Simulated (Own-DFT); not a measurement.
Simulation results for Hf36O71 (tetragonal hafnia with one neutral oxygen vacancy, atoms displaced)

All values are calculated (Own-DFT development build). A calculation, not a measurement: plane-wave PBE and HSE06 DFT by an unreviewed code, no spin, of a simulated cell at Gamma alone, so results move with cell size and shape, stress positive in tension, energies less offsets, not probed for a lower state with spin; hafnium file: forces about 75 meV/angstrom off all-electron values; oxygen file: force components 24 meV/angstrom off all-electron in a glass; k mesh not checked against a denser one; forces and stress are PBE's, HSE06 gives the energy alone, and its difference from PBE has offsets of its own; offsets are fitted by least squares, one for each functional and potential file, so energies compare only between cells with the same atoms and settings and are not formation energies; the far tail of each file's local potential was reset to the Coulomb form; each entry is a single point on an unrelaxed cell, so the pressure reflects the starting lattice, taken from the Materials Project, from which strain is counted, and rises with the displacements; printed positions are rounded, which can move forces by about a meV/angstrom; the program is a retired in-house code; no spin-orbit coupling.

Settings shared by all entries: first functional PBE; second functional HSE06; exact exchange share 0.25; screening 0.11 1/bohr; exchange divergence Gygi-Baldereschi; potential files PseudoDojo norm-conserving, scalar-relativistic, made for PBE, standard set; wave cutoff 48 hartree; occupations fixed; k mesh 1 x 1 x 1 centred on Gamma.

(1) Hf36O71 (tetragonal hafnia with one neutral oxygen vacancy, atoms displaced)

```
Hf36O71
1.0
     10.7800     0.0000     0.0000
      0.0000    10.7800     0.0000
      0.0000     0.0000    10.4493
Hf O Hf O Hf O Hf O Hf O Hf O Hf O Hf O Hf O Hf O Hf O Hf O Hf O Hf O Hf O Hf O Hf O Hf O
2 4 2 4 2 4 2 4 2 4 2 4 2 4 2 4 2 4 2 4 2 4 2 4 2 3 2 4 2 4 2 4 2 4 2 4
Direct
  0.99562 0.99819 0.00109
  0.16356 0.16609 0.25190
  0.99983 0.16456 0.14879
  0.16630 0.00229 0.34784
  0.00260 0.16908 0.40104
  0.16731 0.00335 0.09820
  0.99919 0.99879 0.50035
  0.16784 0.16858 0.75242
  0.99905 0.17039 0.64964
  0.16724 0.99886 0.84848
  0.99750 0.16399 0.90178
  0.16697 0.99625 0.59537
  0.00130 0.33334 0.99794
  0.16367 0.50056 0.25176
  0.99983 0.49576 0.15131
  0.16756 0.33591 0.34614
  0.99982 0.50098 0.40157
  0.16727 0.33491 0.09916
  0.00361 0.33250 0.49737
  0.16434 0.50289 0.74857
  0.99850 0.49903 0.65102
  0.16085 0.33400 0.85003
  0.99904 0.49968 0.90276
  0.16577 0.33072 0.59860
  0.99980 0.66566 0.99997
  0.16739 0.83585 0.25424
  0.00450 0.82927 0.15055
  0.16443 0.66373 0.34784
  0.99917 0.83301 0.40612
  0.16961 0.66237 0.09855
  0.00046 0.66612 0.49953
  0.16509 0.83179 0.75335
  0.99882 0.82973 0.65305
  0.16202 0.66491 0.84827
  0.00321 0.83173 0.90210
  0.17186 0.66520 0.59206
  0.33370 0.99717 0.00364
  0.49854 0.16532 0.25362
  0.33118 0.16908 0.15538
  0.50355 0.00039 0.34803
  0.33232 0.16255 0.40591
  0.50163 0.99726 0.09494
  0.32859 0.99451 0.49979
  0.50224 0.16349 0.74652
  0.32868 0.16852 0.65060
  0.50164 0.99569 0.84857
  0.33785 0.17164 0.90637
  0.50401 0.99614 0.59637
  0.33623 0.33350 0.00367
  0.49623 0.50147 0.24909
  0.33582 0.50232 0.14211
  0.49896 0.33646 0.35110
  0.33558 0.49977 0.40707
  0.49947 0.33369 0.09778
  0.33568 0.33375 0.49831
  0.50053 0.50314 0.75271
  0.32786 0.50242 0.65787
  0.49420 0.33403 0.84835
  0.33586 0.49592 0.90228
  0.49724 0.33425 0.60085
  0.33366 0.66748 0.00278
  0.49873 0.82959 0.24985
  0.33096 0.83280 0.14875
  0.50294 0.67081 0.35242
  0.33473 0.83256 0.40268
  0.50061 0.66565 0.09866
  0.33112 0.66545 0.50481
  0.50184 0.83558 0.74733
  0.33663 0.83765 0.65564
  0.49935 0.66738 0.84550
  0.33808 0.83174 0.89889
  0.49763 0.67002 0.59776
  0.66503 0.99681 0.00519
  0.82784 0.16563 0.25211
  0.66702 0.16626 0.14990
  0.83314 0.99730 0.34880
  0.82713 0.00171 0.10199
  0.66818 0.99401 0.49443
  0.83276 0.16588 0.75415
  0.66817 0.16333 0.64968
  0.83285 0.00006 0.85029
  0.66229 0.16188 0.90453
  0.82996 0.00055 0.59677
  0.66498 0.33816 0.00127
  0.83263 0.49791 0.24983
  0.66760 0.50383 0.15102
  0.83171 0.32979 0.35472
  0.66972 0.49780 0.40661
  0.83986 0.33751 0.09967
  0.66915 0.33456 0.50345
  0.83295 0.50215 0.74741
  0.66467 0.50343 0.64994
  0.83276 0.32935 0.84801
  0.67000 0.50148 0.90010
  0.83380 0.33479 0.59860
  0.66475 0.66583 0.00068
  0.83355 0.83196 0.25192
  0.66797 0.83160 0.15657
  0.83241 0.66757 0.34877
  0.66721 0.83439 0.40258
  0.83281 0.66851 0.10035
  0.66104 0.66749 0.49813
  0.83067 0.83091 0.74945
  0.67106 0.83682 0.65409
  0.82908 0.66649 0.84885
  0.66277 0.83426 0.90365
  0.83178 0.66829 0.60120
```

It finds PBE energy of cell above offsets -101.178 eV; HSE06 less PBE above offsets -0.155 eV; PBE pressure 0.53 GPa; PBE stress xx -0.13 GPa; PBE stress yy -0.55 GPa; PBE stress zz -0.9 GPa; PBE stress yz -0.28 GPa; PBE stress xz 0.02 GPa; PBE stress xy 0.08 GPa.

Force:
```
element  x (eV/Å)  y (eV/Å)  z (eV/Å)
     Hf     0.218     0.628     0.023
     Hf    -0.123     0.644    -0.869
      O    -0.255    -0.144      0.59
      O    -0.023     -0.89     0.253
      O     0.084    -0.792    -0.137
      O    -0.209    -0.405     0.098
     Hf    -0.484     0.874     0.635
     Hf    -0.423     0.283    -0.116
      O      0.18    -0.502     0.411
      O     0.142      0.03    -0.139
      O     0.104    -0.103     0.076
      O    -0.668    -0.176     0.224
     Hf     0.571    -0.401     0.162
     Hf     0.126    -0.283    -1.227
      O     0.016     0.629     0.458
      O     0.059    -0.228     0.394
      O    -0.043    -0.133    -0.199
      O    -0.137     0.007    -0.035
     Hf     -0.54    -0.233     0.899
     Hf    -0.047    -1.238      0.71
      O     0.311     0.511    -0.089
      O     0.064     0.043     -0.45
      O    -0.355     0.352    -0.186
      O      0.37     0.401    -0.366
     Hf      0.17    -0.053     0.302
     Hf    -0.266    -0.474    -0.695
      O    -0.495     0.378     0.592
      O     0.161     0.906     0.043
      O     0.267     0.009    -0.545
      O    -0.598     0.108     -0.14
     Hf    -0.651    -0.078       0.4
     Hf     0.263     0.706    -0.086
      O     0.359     0.067     0.043
      O      0.29     0.293    -0.109
      O    -0.177     0.043     0.156
      O     -1.67     0.291     1.046
     Hf    -0.172     0.612    -1.136
     Hf     0.084     0.387     -0.14
      O     0.481    -0.279     0.288
      O     0.133    -0.355    -0.462
      O     0.199     0.507    -0.351
      O    -0.828     0.017     0.967
     Hf     1.045     0.945     0.814
     Hf    -0.383     0.232     0.622
      O      0.85    -0.433     0.508
      O    -0.383     0.874    -0.408
      O    -0.411    -1.483    -0.214
      O    -0.744       0.2    -0.165
     Hf    -0.723     0.129    -0.625
     Hf     0.173     -0.21     0.018
      O    -0.061    -0.024     1.892
      O     0.108    -0.549    -0.535
      O     0.117     0.617    -0.791
      O     0.804     0.222      0.67
     Hf    -0.297    -1.004     0.866
     Hf    -0.747    -0.922    -0.044
      O     1.075     0.138    -0.631
      O     1.078     0.004    -0.229
      O    -0.242     1.191     0.053
      O     0.488    -0.026    -0.321
     Hf     -0.14    -0.752    -0.948
     Hf     0.279     0.874     -0.15
      O     0.298     0.034     0.552
      O    -0.012    -0.991    -0.567
      O    -0.317    -0.347     -0.47
      O    -0.168     0.335     0.366
     Hf     1.015    -0.045     -0.55
     Hf     0.059     0.149     0.579
      O    -1.109    -0.247     -0.51
      O     0.267    -0.099     0.434
      O    -0.575     0.011     0.698
      O     0.222    -0.133     0.058
     Hf     0.134     0.496    -1.212
     Hf     0.678     0.107    -0.313
      O    -0.521     0.411     1.079
      O    -0.049     0.561     0.033
      O     1.237    -0.486     0.011
     Hf    -0.189     1.882     0.908
     Hf     0.227    -0.227    -0.617
      O     -0.26     0.563    -0.005
      O     0.231    -0.644    -0.018
      O     0.057     1.027     -0.03
      O     1.041    -0.208    -0.142
     Hf     0.576    -1.189    -0.455
     Hf     0.324    -0.126     0.199
      O    -0.546      -0.4     0.245
      O    -0.434     0.224    -0.783
      O    -0.152     0.664    -0.615
      O    -1.684    -0.069     0.092
     Hf    -0.066    -0.832     0.039
     Hf    -0.201    -0.529     0.112
      O     0.091    -0.054     0.373
      O    -0.241     0.905     0.104
      O    -0.379    -0.303     0.188
      O    -0.036     0.242    -0.001
     Hf     0.731     0.483    -0.326
     Hf     0.292    -0.312    -0.504
      O     -0.51    -0.092    -0.072
      O     0.126    -0.284     0.029
      O    -0.002    -0.932    -0.386
      O     0.132    -0.105    -0.349
     Hf     0.889    -0.575     0.545
     Hf     0.498     0.367     0.308
      O    -0.811    -0.474    -0.518
      O     0.303     0.119     0.146
      O      0.35    -0.643     0.243
      O     0.115    -0.215    -0.573
```

(2) Hf36O71 (tetragonal hafnia with one neutral oxygen vacancy, atoms displaced)

```
Hf36O71
1.0
     10.7800     0.0000     0.0000
      0.0000    10.7800     0.0000
      0.0000     0.0000    10.4493
Hf O Hf O Hf O Hf O Hf O Hf O Hf O Hf O Hf O Hf O Hf O Hf O Hf O Hf O Hf O Hf O Hf O Hf O
2 4 2 4 2 4 2 4 2 4 2 4 2 4 2 4 2 4 2 4 2 4 2 4 2 4 2 4 2 4 2 4 2 4 2 3
Direct
  0.99575 0.00003 0.99909
  0.16436 0.16530 0.24556
  0.99856 0.16469 0.14787
  0.16631 0.00305 0.34480
  0.99642 0.16666 0.40174
  0.16919 0.00213 0.09824
  0.99712 0.00040 0.49855
  0.17033 0.16885 0.74910
  0.00218 0.16464 0.65059
  0.16767 0.99878 0.84833
  0.00442 0.16538 0.90226
  0.16229 0.99929 0.59812
  0.99894 0.33221 0.99407
  0.16674 0.50263 0.25202
  0.00167 0.50071 0.14926
  0.16909 0.32668 0.35068
  0.00328 0.49777 0.40232
  0.16582 0.33133 0.09630
  0.00337 0.33371 0.49975
  0.16817 0.50372 0.74946
  0.99872 0.50152 0.64941
  0.17417 0.33132 0.84390
  0.99360 0.49653 0.90007
  0.17288 0.33133 0.59794
  0.00332 0.66482 0.99808
  0.16975 0.82991 0.25261
  0.99155 0.83321 0.15302
  0.16184 0.66686 0.34991
  0.00589 0.83510 0.39937
  0.16806 0.66611 0.09673
  0.00143 0.66082 0.50295
  0.16470 0.83660 0.75227
  0.00219 0.83255 0.65048
  0.16442 0.66718 0.84575
  0.99643 0.83047 0.90495
  0.16473 0.66447 0.60127
  0.33486 0.00173 0.99567
  0.50106 0.17035 0.24761
  0.33270 0.16888 0.14774
  0.50212 0.00205 0.34595
  0.33449 0.16490 0.40577
  0.50310 0.00290 0.09743
  0.33074 0.99840 0.50152
  0.50324 0.16592 0.74889
  0.33198 0.16847 0.65203
  0.49658 0.99878 0.84476
  0.32989 0.16579 0.90598
  0.50141 0.99798 0.59445
  0.33347 0.33162 0.99890
  0.50151 0.50375 0.24856
  0.33383 0.49659 0.15577
  0.49985 0.33279 0.34604
  0.33747 0.50160 0.40722
  0.50140 0.33433 0.10074
  0.33057 0.33636 0.49733
  0.49592 0.50618 0.74618
  0.33291 0.49992 0.64919
  0.49832 0.33137 0.84444
  0.33450 0.50175 0.90516
  0.49870 0.33318 0.59427
  0.33177 0.67163 0.99920
  0.50188 0.83208 0.24465
  0.32684 0.83542 0.15360
  0.50193 0.66654 0.34777
  0.34071 0.82886 0.39991
  0.50149 0.66496 0.09476
  0.33245 0.66613 0.49424
  0.50083 0.83004 0.74816
  0.33229 0.83624 0.65715
  0.49779 0.66330 0.84684
  0.33340 0.83097 0.90192
  0.49999 0.66569 0.59447
  0.66841 0.00194 0.99736
  0.83285 0.16349 0.24844
  0.66243 0.16895 0.15589
  0.83059 0.00430 0.35193
  0.66296 0.16653 0.39913
  0.83601 0.99819 0.09777
  0.66883 0.00440 0.49678
  0.82934 0.16763 0.74809
  0.67218 0.16782 0.64521
  0.83451 0.00153 0.84768
  0.66632 0.16981 0.90085
  0.83209 0.00006 0.59359
  0.66537 0.32968 0.99971
  0.83086 0.50456 0.24539
  0.66997 0.50253 0.14954
  0.83033 0.32808 0.34848
  0.66263 0.50457 0.40156
  0.83198 0.33400 0.09902
  0.66750 0.33056 0.50223
  0.83337 0.50006 0.74554
  0.67225 0.50141 0.64758
  0.83473 0.33154 0.85060
  0.66524 0.50497 0.90775
  0.83774 0.32936 0.60078
  0.66750 0.66937 0.00087
  0.83282 0.83262 0.24810
  0.66461 0.83446 0.14985
  0.83300 0.67300 0.35398
  0.66252 0.83077 0.40303
  0.83306 0.66840 0.09740
  0.66354 0.66764 0.49923
  0.83358 0.83563 0.74907
  0.83424 0.66355 0.85041
  0.67144 0.83361 0.89815
  0.84046 0.66925 0.59684
```

It finds PBE energy of cell above offsets -100.748 eV; HSE06 less PBE above offsets -0.139 eV; PBE pressure 0.74 GPa; PBE stress xx -0.45 GPa; PBE stress yy -0.52 GPa; PBE stress zz -1.25 GPa; PBE stress yz -0.18 GPa; PBE stress xz 0.45 GPa; PBE stress xy -0.04 GPa.

Force:
```
element  x (eV/Å)  y (eV/Å)  z (eV/Å)
     Hf     1.602     0.078     0.259
     Hf     0.486    -0.151    -0.206
      O    -0.256    -0.038     0.322
      O     0.359    -0.867     0.265
      O     0.176     0.134    -0.161
      O    -0.666    -0.226    -0.565
     Hf     0.705    -0.168    -0.221
     Hf    -0.753    -0.694    -0.171
      O    -0.417      0.19     0.486
      O     0.106      0.15    -0.023
      O    -0.169     0.112    -0.229
      O     0.804    -0.113    -0.191
     Hf    -0.157    -0.265     0.984
     Hf    -0.286     -1.31    -0.562
      O    -0.109     0.251     0.479
      O    -0.036     1.442    -0.386
      O    -0.037    -0.032    -0.353
      O    -0.147     0.248     -0.26
     Hf    -0.135    -0.984    -0.009
     Hf     -0.12    -0.545     -0.18
      O     0.648    -0.323     0.139
      O    -0.373     1.074      0.29
      O      0.85     0.441    -0.175
      O    -1.432     0.387     0.148
     Hf    -1.009    -0.237     0.069
     Hf    -1.805     1.508    -0.073
      O     1.914    -0.139    -0.202
      O     0.751     -0.45    -0.024
      O    -0.298    -0.235     0.491
      O     -0.15     0.042     0.434
     Hf    -0.117     1.352    -0.533
     Hf    -0.108     0.097    -0.673
      O    -0.466     0.283     0.584
      O    -0.054    -0.152      0.63
      O     0.273     0.514      -0.3
      O     0.946    -0.168    -0.429
     Hf    -0.574    -0.128     1.018
     Hf    -1.209    -0.476     0.903
      O      0.24    -0.006     0.448
      O    -0.136    -0.703    -0.542
      O     0.048     0.002    -0.037
      O    -0.278    -0.427    -0.749
     Hf     0.179     0.546    -0.421
     Hf    -0.794     0.256    -0.757
      O     1.049    -0.574     0.418
      O      0.35     0.077     0.088
      O     0.386     0.022    -0.857
      O     0.178    -0.149     0.405
     Hf    -0.161     0.238     0.654
     Hf     0.418    -1.086     0.179
      O    -0.333      0.32     0.246
      O    -0.013     0.801    -0.033
      O    -0.454     0.231    -1.056
      O    -0.032     0.069    -0.779
     Hf     0.881    -1.511     -0.12
     Hf     0.886    -1.335     0.234
      O    -0.066     0.259       0.5
      O     0.083     0.377    -0.028
      O    -0.186     0.171    -0.387
      O     0.471     -0.05      0.27
     Hf     0.406     -0.86     0.113
     Hf    -0.569      1.02     1.203
      O     1.736    -0.416    -0.494
      O    -0.297     0.231    -0.429
      O    -0.781     0.664     0.106
      O    -0.753     0.387     0.416
     Hf    -0.177     0.283     1.181
     Hf     0.363     0.403    -0.325
      O     0.083     -0.18    -0.469
      O     0.044     1.153    -0.211
      O     0.079     0.375     0.141
      O     -0.51     0.354     0.668
     Hf    -0.244    -0.551     0.414
     Hf     0.266     1.045     0.357
      O      1.42    -0.244     -1.23
      O    -0.092    -1.126    -0.655
      O     0.074     0.468      0.36
      O    -1.483     0.384     0.008
     Hf    -0.913    -0.741     -0.65
     Hf     1.838     0.445    -0.127
      O    -1.235     0.018     0.458
      O    -0.126     0.125    -0.075
      O    -0.089    -1.093    -0.471
      O    -0.108    -0.602     1.021
     Hf     0.234     1.765     0.436
     Hf     0.358    -0.637      0.74
      O    -0.592     0.125      0.47
      O     0.001     1.241    -0.217
      O     0.376    -1.036    -0.136
      O     0.185    -0.068    -0.373
     Hf     0.073     0.624    -0.973
     Hf     0.068     0.239     1.009
      O    -1.058    -0.175     0.454
      O    -0.346    -0.026    -0.521
      O    -0.103    -1.195    -0.586
      O    -0.397     0.258    -0.209
     Hf     0.655    -0.617    -0.541
     Hf     0.051     0.124     0.911
      O     0.532         0    -0.219
      O     0.186     -1.05    -0.986
      O     0.045     0.816     0.386
      O     0.168    -0.162     0.411
     Hf     1.318    -0.044    -0.038
     Hf    -0.123    -1.155     -0.23
      O    -0.007     0.608    -0.764
      O     -0.41     0.451    -0.084
      O    -1.596     0.236     0.495
```
